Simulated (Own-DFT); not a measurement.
## Calculated data, AlN (wurtzite, atoms displaced)

Computed with Own-DFT development build. A calculation, not a measurement: plane-wave PBE density functional theory by an unreviewed code, no spin, of a simulated periodic cell, stress positive in tension, free energy of the whole cell less one offset for each atom, forces on such cells passed a denser k mesh, this cell's mesh not checked; offsets are fitted by least squares, one for each functional and potential file, so energies compare only between cells with the same atoms and settings and are not formation energies; the far tail of each file's local potential was reset to the Coulomb form; each entry is a single point on an unrelaxed cell, so the pressure reflects the starting lattice, mostly measured values (interpolated for alloys), from which strain is counted, and rises with the displacements; printed positions are rounded, which can move forces by about a meV/angstrom; the program, named Own-DFT, is a retired in-house code; no spin-orbit coupling.

Common to all runs: functional PBE; potential files PseudoDojo norm-conserving, scalar-relativistic, standard set; wave cutoff 42 hartree; occupations Fermi-Dirac; smearing width 0.1 eV; hardware one NVIDIA H100; k mesh 2 x 2 x 2 centred on Gamma.

(1) AlN (wurtzite, atoms displaced)

```
AlN
1.0
     12.4480     0.0000     0.0000
     -6.2240    10.7803     0.0000
      0.0000     0.0000     9.9640
Al N Al N Al N Al N Al N Al N Al N Al N Al N Al N Al N Al N Al N Al N Al N Al N Al N Al N Al N Al N Al N Al N Al N Al N Al N Al N Al N Al N Al N Al N Al N Al N
2 2 2 2 2 2 2 2 2 2 2 2 2 2 2 2 2 2 2 2 2 2 2 2 2 2 2 2 2 2 2 2 2 2 2 2 2 2 2 2 2 2 2 2 2 2 2 2 2 2 2 2 2 2 2 2 2 2 2 2 2 2 2 2
Direct
  0.08197 0.16498 0.00008
  0.16895 0.08393 0.24759
  0.08237 0.16663 0.19202
  0.16383 0.07767 0.44036
  0.08406 0.16732 0.49789
  0.16759 0.08257 0.75118
  0.08257 0.16563 0.68547
  0.16525 0.08306 0.94329
  0.08356 0.41747 0.00101
  0.16421 0.33263 0.25011
  0.08411 0.41758 0.18902
  0.16716 0.33220 0.44022
  0.08364 0.41585 0.50027
  0.16506 0.33214 0.75199
  0.08378 0.41857 0.68608
  0.16933 0.33519 0.94152
  0.08270 0.66771 0.00092
  0.16765 0.58880 0.24994
  0.08613 0.66883 0.19344
  0.16864 0.58698 0.44267
  0.08654 0.66848 0.49632
  0.16768 0.58142 0.75645
  0.08026 0.66442 0.69365
  0.17027 0.58600 0.94343
  0.08345 0.91407 0.00299
  0.16669 0.83372 0.24865
  0.08640 0.91829 0.19043
  0.16676 0.83075 0.43963
  0.08107 0.91469 0.49920
  0.16336 0.82991 0.74878
  0.08400 0.91748 0.69173
  0.16625 0.83407 0.94547
  0.33381 0.16731 0.99568
  0.41604 0.08307 0.24780
  0.32792 0.16304 0.19328
  0.41931 0.08439 0.43936
  0.33143 0.16317 0.49816
  0.41780 0.08317 0.75031
  0.33346 0.16410 0.69260
  0.41319 0.08453 0.94237
  0.33160 0.41564 0.99781
  0.41739 0.33455 0.24955
  0.33376 0.41602 0.19352
  0.41654 0.33422 0.44074
  0.33533 0.41744 0.50065
  0.41701 0.33308 0.75117
  0.33262 0.41674 0.69220
  0.41488 0.33369 0.94112
  0.33104 0.66614 0.99894
  0.41815 0.58459 0.24946
  0.33457 0.66968 0.18934
  0.41523 0.58130 0.43999
  0.33424 0.66771 0.50063
  0.41540 0.58203 0.75032
  0.33487 0.66908 0.68945
  0.41557 0.57999 0.94185
  0.33263 0.91443 0.00269
  0.41412 0.83332 0.24996
  0.33271 0.91586 0.19118
  0.41783 0.83416 0.44095
  0.33179 0.91933 0.49967
  0.41803 0.83470 0.74707
  0.33700 0.91668 0.69233
  0.41734 0.83295 0.94162
  0.58249 0.16863 0.00122
  0.66658 0.08311 0.24887
  0.58282 0.16706 0.19096
  0.66789 0.08242 0.44103
  0.58520 0.16918 0.50079
  0.66643 0.08163 0.75036
  0.58576 0.16955 0.68947
  0.66873 0.08206 0.94258
  0.58360 0.41735 0.00217
  0.66809 0.33537 0.25246
  0.58469 0.41879 0.18878
  0.66523 0.33312 0.44360
  0.58145 0.41815 0.49832
  0.66616 0.32919 0.74844
  0.58224 0.41730 0.69219
  0.66723 0.33275 0.94121
  0.58157 0.66316 0.99995
  0.66518 0.58320 0.25188
  0.58162 0.66850 0.19264
  0.66536 0.58299 0.44369
  0.58619 0.66699 0.49734
  0.66641 0.58397 0.74780
  0.58725 0.66527 0.69159
  0.66775 0.58512 0.93936
  0.58134 0.91524 0.99929
  0.66715 0.83556 0.24879
  0.58536 0.91728 0.19297
  0.66336 0.83322 0.44150
  0.58278 0.91651 0.49942
  0.66638 0.83351 0.75039
  0.58232 0.91753 0.68688
  0.66732 0.83098 0.94210
  0.83002 0.16662 0.99993
  0.91762 0.08348 0.25008
  0.83450 0.16861 0.18845
  0.91554 0.08027 0.43826
  0.83583 0.16815 0.49969
  0.91715 0.08171 0.74938
  0.83536 0.16535 0.69246
  0.91974 0.08280 0.94069
  0.83283 0.41773 0.00155
  0.91407 0.33604 0.25452
  0.83143 0.41750 0.19093
  0.91672 0.33549 0.44070
  0.83115 0.41664 0.50087
  0.91593 0.33236 0.75282
  0.83283 0.41544 0.69260
  0.91696 0.33261 0.94034
  0.83461 0.66977 0.00184
  0.91816 0.58450 0.24784
  0.83182 0.66617 0.19235
  0.91491 0.58155 0.44232
  0.83140 0.66360 0.50326
  0.91318 0.58014 0.74697
  0.83136 0.66641 0.68765
  0.91735 0.58312 0.93959
  0.83281 0.91474 0.99853
  0.91934 0.83484 0.25467
  0.83415 0.92152 0.19153
  0.91752 0.83275 0.43945
  0.83074 0.91402 0.50007
  0.91618 0.83644 0.74966
  0.83464 0.91658 0.69006
  0.91542 0.83339 0.94088
```

Results for AlN (wurtzite, atoms displaced): free energy of cell above offsets -62.294 eV; pressure 3.8 GPa; stress xx -3.63 GPa; stress yy -4.08 GPa; stress zz -3.7 GPa; stress yz -0.07 GPa; stress xz -0.19 GPa; stress xy -0.14 GPa; wall time 367.7 s.

Force:
```csv
element,x (eV/Å),y (eV/Å),z (eV/Å)
Al,0.151,0.476,0.346
Al,-1.23,-0.274,0.571
N,0.389,0.008,-0.195
N,0.105,0.842,-0.158
Al,0.032,-0.607,-0.243
Al,-0.424,0.191,-0.05
N,0.32,0.144,0.946
N,0.308,-0.237,-0.377
Al,0.113,-0.24,0.01
Al,0.487,0.24,-0.089
N,-0.656,0.416,0.687
N,-0.204,0.305,0.087
Al,0.068,0.563,-0.522
Al,0.038,-0.009,-0.629
N,0.085,-0.448,1.344
N,-0.897,-0.601,-0.162
Al,0.208,-0.185,-0.19
Al,1.102,-1.098,0.288
N,-0.885,-0.173,-0.617
N,0.232,-0.787,-0.563
Al,-0.674,-0.784,1.085
Al,-0.443,0.531,-1.305
N,0.573,0.029,-0.44
N,-1.009,-0.639,-0.061
Al,-0.678,0.721,-0.484
Al,0.108,0.319,0.292
N,-0.498,-0.554,0.325
N,-0.471,0.851,0.037
Al,0.409,-0.074,0.325
Al,0.445,0.48,0.449
N,-0.05,-0.401,-0.184
N,0.387,-0.356,-0.751
Al,-0.861,0.047,0.958
Al,-0.074,0.105,0.214
N,1.492,1.217,-0.792
N,-0.333,-0.034,0.097
Al,-0.067,0.494,0.186
Al,0.007,-0.056,0.102
N,-0.133,0.412,-0.382
N,1.337,-0.558,-0.197
Al,0.372,0.098,0.93
Al,-0.196,-0.503,-0.025
N,-0.34,0.2,-0.621
N,0.173,-0.585,-0.027
Al,-0.536,-0.214,-0.022
Al,-0.154,-0.019,-0.255
N,0.072,-0.291,-0.127
N,0.624,-0.02,0.105
Al,1.27,0.293,0.429
Al,-0.731,-0.348,0.092
N,-0.06,-0.46,0.113
N,0.262,0.596,0.246
Al,0.17,-0.002,-0.249
Al,0.452,0.422,-0.154
N,0.036,-0.536,0.625
N,-0.416,0.681,-0.21
Al,-0.077,0.493,-0.511
Al,0.948,0.221,0.277
N,-0.073,0.237,0.032
N,-0.619,0.05,-0.024
Al,0.972,-0.456,0.089
Al,0.131,-0.358,0.481
N,-1.251,0.088,-0.269
N,-0.322,0.056,-0.438
Al,0.289,-0.526,-0.151
Al,0.26,0.173,0.216
N,0.012,0.239,0.104
N,-0.269,0.626,0.011
Al,0.239,-0.782,-0.346
Al,0.149,0.379,-0.146
N,0.033,-1.204,0.322
N,-1.321,-0.06,-0.497
Al,-0.001,0.136,-0.946
Al,-0.441,-0.417,-0.194
N,-0.028,-0.37,0.76
N,-0.043,0.445,-0.444
Al,0.228,-0.495,0.801
Al,-0.602,1.361,0.462
N,0.513,-0.379,-0.307
N,-0.28,0.138,-0.097
Al,-0.042,0.429,0.096
Al,-0.034,0.393,-0.187
N,0.845,-0.172,-0.255
N,0.485,-0.023,-0.751
Al,-1.181,0.029,0.61
Al,0.508,-0.446,0.587
N,-1.536,0.581,-0.437
N,0.268,-0.43,0.336
Al,0.724,-0.028,0.539
Al,0.237,-0.092,0.262
N,-0.935,-0.029,-0.574
N,0.855,-0.185,-0.174
Al,-0.181,0.216,-0.347
Al,0.086,-0.253,-0.126
N,0.588,-0.138,0.843
N,-0.662,0.176,-0.281
Al,1.446,0.029,0.092
Al,-0.459,0.463,-0.188
N,-0.251,0.152,0.619
N,-0.062,0.466,0.569
Al,-0.079,-0.482,0.007
Al,0.187,0.304,0.158
N,-0.527,0.192,-0.233
N,-1.027,-0.094,-0.211
Al,0.271,-0.206,-0.436
Al,0.936,-0.435,-1.066
N,0.315,0.239,0.111
N,0.014,-0.209,0.418
Al,0.412,0.035,0.263
Al,0.311,0.111,-0.596
N,-0.082,-0.34,-0.34
N,-0.232,0.419,0.3
Al,-0.086,-0.672,-0.329
Al,-0.398,-0.022,0.621
N,0.256,0.41,0.024
N,0.286,0.362,-0.411
Al,0.199,0.507,-0.849
Al,0.053,0.613,0.378
N,0.419,0.266,0.873
N,-0.323,0.185,0.374
Al,-0.16,0.633,0.568
Al,-0.582,0.101,-1.097
N,0.641,-1.269,-0.19
N,-0.483,-0.492,0.764
Al,0.088,0.34,-0.314
Al,0.695,-0.829,0.092
N,-0.687,-0.03,-0.044
N,0.633,0.046,-0.06
```

(2) AlN (wurtzite, atoms displaced)

```
AlN
1.0
     12.4480     0.0000     0.0000
     -6.2240    10.7803     0.0000
      0.0000     0.0000     9.9640
Al N Al N Al N Al N Al N Al N Al N Al N Al N Al N Al N Al N Al N Al N Al N Al N Al N Al N Al N Al N Al N Al N Al N Al N Al N Al N Al N Al N Al N Al N Al N Al N
2 2 2 2 2 2 2 2 2 2 2 2 2 2 2 2 2 2 2 2 2 2 2 2 2 2 2 2 2 2 2 2 2 2 2 2 2 2 2 2 2 2 2 2 2 2 2 2 2 2 2 2 2 2 2 2 2 2 2 2 2 2 2 2
Direct
  0.08559 0.16625 0.99799
  0.16509 0.08247 0.25041
  0.08521 0.16632 0.19039
  0.16703 0.08040 0.44301
  0.08353 0.16534 0.49821
  0.16818 0.08267 0.75268
  0.08634 0.17335 0.69132
  0.16776 0.08586 0.93731
  0.08244 0.41398 0.00168
  0.16868 0.33270 0.25135
  0.08133 0.41821 0.19125
  0.16694 0.33450 0.44287
  0.08115 0.41604 0.50019
  0.16850 0.33495 0.74946
  0.08328 0.41564 0.68640
  0.16878 0.33228 0.93916
  0.08370 0.66828 0.00087
  0.16630 0.58230 0.25112
  0.08280 0.66682 0.19010
  0.16948 0.58455 0.44317
  0.07973 0.66518 0.50025
  0.16785 0.58579 0.75121
  0.08576 0.66748 0.69144
  0.16890 0.58638 0.94504
  0.08490 0.91963 0.99592
  0.16820 0.83434 0.24855
  0.08232 0.91779 0.19396
  0.16789 0.83370 0.43947
  0.08010 0.91589 0.49992
  0.16922 0.83346 0.74372
  0.08437 0.91446 0.68883
  0.16770 0.83485 0.94504
  0.33468 0.16834 0.99999
  0.41647 0.08444 0.25265
  0.33467 0.16770 0.18936
  0.41407 0.08035 0.44350
  0.33524 0.17080 0.50153
  0.41300 0.08168 0.74844
  0.32941 0.16327 0.69208
  0.41961 0.08510 0.93747
  0.33590 0.41950 0.99864
  0.41372 0.33026 0.24944
  0.33221 0.41343 0.19166
  0.41662 0.33331 0.43975
  0.33669 0.41821 0.49603
  0.41640 0.33438 0.75120
  0.33318 0.41576 0.68971
  0.41647 0.33356 0.94034
  0.33174 0.66653 0.00136
  0.41752 0.58498 0.25049
  0.33395 0.66773 0.19508
  0.41421 0.58316 0.44254
  0.33007 0.66616 0.50135
  0.41651 0.58396 0.74988
  0.33457 0.67099 0.69305
  0.41416 0.58326 0.94071
  0.33114 0.91284 0.00180
  0.41489 0.82968 0.25439
  0.33063 0.91458 0.19000
  0.41427 0.82892 0.44079
  0.33296 0.91778 0.50221
  0.41556 0.83335 0.75162
  0.33123 0.91565 0.68565
  0.41608 0.83327 0.93961
  0.58409 0.16557 0.99612
  0.66585 0.08258 0.24888
  0.58121 0.16831 0.18961
  0.66875 0.08648 0.44305
  0.58163 0.16567 0.50040
  0.66694 0.08161 0.75115
  0.58340 0.16756 0.69272
  0.66524 0.07777 0.93858
  0.58301 0.41387 0.99963
  0.66541 0.33314 0.25105
  0.58440 0.41680 0.18982
  0.66540 0.33300 0.44104
  0.58053 0.41276 0.49936
  0.66579 0.33404 0.74911
  0.58202 0.41910 0.69281
  0.66612 0.32976 0.93852
  0.58227 0.66530 0.00305
  0.66443 0.58039 0.25055
  0.58505 0.66906 0.19096
  0.66409 0.58057 0.44135
  0.58021 0.66426 0.50091
  0.66621 0.58558 0.75069
  0.58406 0.66532 0.69264
  0.67071 0.58433 0.94040
  0.58373 0.91801 0.00210
  0.66448 0.83324 0.24993
  0.58249 0.91928 0.18960
  0.66811 0.83340 0.44216
  0.58315 0.91774 0.50035
  0.66630 0.83158 0.75014
  0.58728 0.91824 0.69322
  0.66618 0.83419 0.94202
  0.83073 0.16653 0.99863
  0.91658 0.08260 0.24906
  0.83095 0.16272 0.19254
  0.91790 0.08524 0.44151
  0.83435 0.16843 0.50039
  0.91273 0.08017 0.75170
  0.82825 0.16129 0.69148
  0.91510 0.08037 0.94132
  0.83008 0.41291 0.00559
  0.91671 0.33408 0.25089
  0.83151 0.41484 0.19088
  0.91664 0.33567 0.44092
  0.83341 0.41410 0.49895
  0.92078 0.33503 0.75029
  0.83691 0.41722 0.69430
  0.91837 0.33239 0.93787
  0.83413 0.66780 0.99919
  0.91586 0.58447 0.25156
  0.83212 0.66539 0.18765
  0.91651 0.58513 0.43880
  0.83382 0.66775 0.49825
  0.91704 0.58623 0.75023
  0.83275 0.66793 0.68797
  0.92245 0.58356 0.94091
  0.83449 0.91627 0.00319
  0.91561 0.83163 0.25107
  0.83155 0.91689 0.18916
  0.91406 0.83424 0.44441
  0.83315 0.91325 0.49990
  0.92004 0.83596 0.75104
  0.83336 0.91545 0.69061
  0.91568 0.83224 0.93653
```

It finds free energy of cell above offsets -62.108 eV; pressure 3.83 GPa; stress xx -3.63 GPa; stress yy -3.66 GPa; stress zz -4.2 GPa; stress yz -0.08 GPa; stress xz -0.1 GPa; stress xy -0.34 GPa; wall time 363.1 s.

Force:
```csv
element,x (eV/Å),y (eV/Å),z (eV/Å)
Al,-0.835,0.131,0.068
Al,0.5,0.09,0.281
N,-0.435,0.122,-0.103
N,-0.234,0.75,-0.415
Al,-0.007,0.406,0.652
Al,-1.108,0.146,-1.16
N,0.018,-1.837,-0.039
N,0.484,-0.436,0.823
Al,0.193,0.555,-0.333
Al,-0.855,0.033,0.036
N,0.801,-0.606,0.147
N,0.264,-0.187,-0.556
Al,0.665,0.335,-0.277
Al,-0.192,0.088,-0.169
N,0.156,0.714,0.984
N,-0.38,0.451,0.452
Al,0.32,-0.063,0.126
Al,-0.309,0.468,0.085
N,0.047,-0.106,0.495
N,-1.211,-0.574,-0.37
Al,0.906,0.525,-0.174
Al,0.149,-0.61,0.155
N,-0.575,-0.151,-0.261
N,-0.241,-0.881,-0.576
Al,-0.136,-0.485,0.729
Al,-0.533,-0.339,0.276
N,0.05,-0.286,-0.787
N,-0.589,-0.255,0.297
Al,0.923,-0.119,-0.183
Al,-0.505,-0.19,1.113
N,-0.291,0.517,0.446
N,-0.248,-0.039,-1.18
Al,0.343,-0.39,-0.289
Al,0.076,-0.607,-0.449
N,-0.376,-0.552,0.272
N,0.067,0.992,-0.306
Al,-0.224,-1.238,0.116
Al,0.718,0.239,0.086
N,0.554,1.067,-0.275
N,-0.698,-0.721,0.471
Al,-0.293,-0.66,0.236
Al,0.586,0.563,-0.197
N,0.079,0.998,-0.181
N,0.075,-0.114,-0.157
Al,-0.94,-0.318,0.778
Al,-0.057,-0.4,-0.182
N,0.182,0.601,-0.131
N,0.141,0.222,0.209
Al,0.337,0.406,0.176
Al,0.036,-0.45,0.099
N,0.075,-0.597,-0.694
N,0.349,0.225,-0.298
Al,0.638,0.055,0.383
Al,-0.086,-0.083,-0.126
N,0.245,-0.886,-0.273
N,0.547,0.254,0.211
Al,0.282,1.052,-0.232
Al,-0.307,1.018,-0.608
N,0.79,0.564,0.451
N,0.065,1.111,0.508
Al,0.094,-0.815,-1.006
Al,0.486,0.699,-0.267
N,0.737,0.296,1.088
N,0.095,-0.052,0.467
Al,-0.111,-0.38,0.307
Al,-0.437,0.466,0.467
N,0.583,-0.354,0.037
N,-0.347,-0.537,-0.569
Al,0.24,0.044,0.331
Al,-0.617,0.228,-0.311
N,-0.204,-0.361,-0.335
N,-0.332,1.219,0.532
Al,0.155,0.434,-0.24
Al,0.093,-0.142,-0.14
N,-0.549,-0.346,0.103
N,0.203,-0.146,0.094
Al,0.238,0.871,0.478
Al,0.456,0.122,-0.103
N,0.384,-0.478,-0.398
N,-0.1,0.624,0.386
Al,0.214,0.436,-0.797
Al,0.109,0.539,-0.058
N,-0.233,-0.728,0.292
N,0.082,0.172,-0.139
Al,0.364,0.405,-0.003
Al,0.729,-0.261,-0.037
N,-0.782,0.241,-0.333
N,-0.883,-0.495,0.261
Al,-0.055,-0.844,-0.469
Al,0.238,0.49,0.136
N,-0.006,-0.784,0.635
N,-0.587,-0.294,-0.253
Al,0.261,-0.122,0.231
Al,0.132,0.312,0.306
N,-0.928,-0.734,-0.523
N,0.257,-0.487,0.138
Al,0.755,-0.38,0.12
Al,0.116,0.07,0.215
N,-0.02,0.987,-0.426
N,-0.024,-0.553,-0.262
Al,0.132,-0.355,0.23
Al,0.645,0.603,-0.394
N,0.718,1.298,-0.1
N,0.152,0.587,0.261
Al,0.587,0.716,-1.447
Al,-0.068,-0.574,-0.182
N,-0.01,0.252,0.671
N,0.308,-0.48,-0.205
Al,-0.746,0.745,0.718
Al,-0.487,-0.769,-0.258
N,-0.71,0.108,-0.801
N,-0.438,-0.051,0.865
Al,0.751,-0.305,-0.25
Al,0.362,-0.154,-0.776
N,-0.15,0.187,0.735
N,-0.082,-0.622,0.382
Al,-0.518,-0.443,0.349
Al,0.292,-0.424,0.115
N,0.254,0.003,0.367
N,-1.452,-0.41,0.124
Al,-0.47,-0.225,-0.801
Al,-0.299,0.265,-0.159
N,0.459,-0.362,0.778
N,0.904,-0.564,-1.019
Al,-0.977,1.216,0.419
Al,-0.436,-0.536,-0.702
N,0.117,-0.057,0
N,0.361,0.471,0.941
```
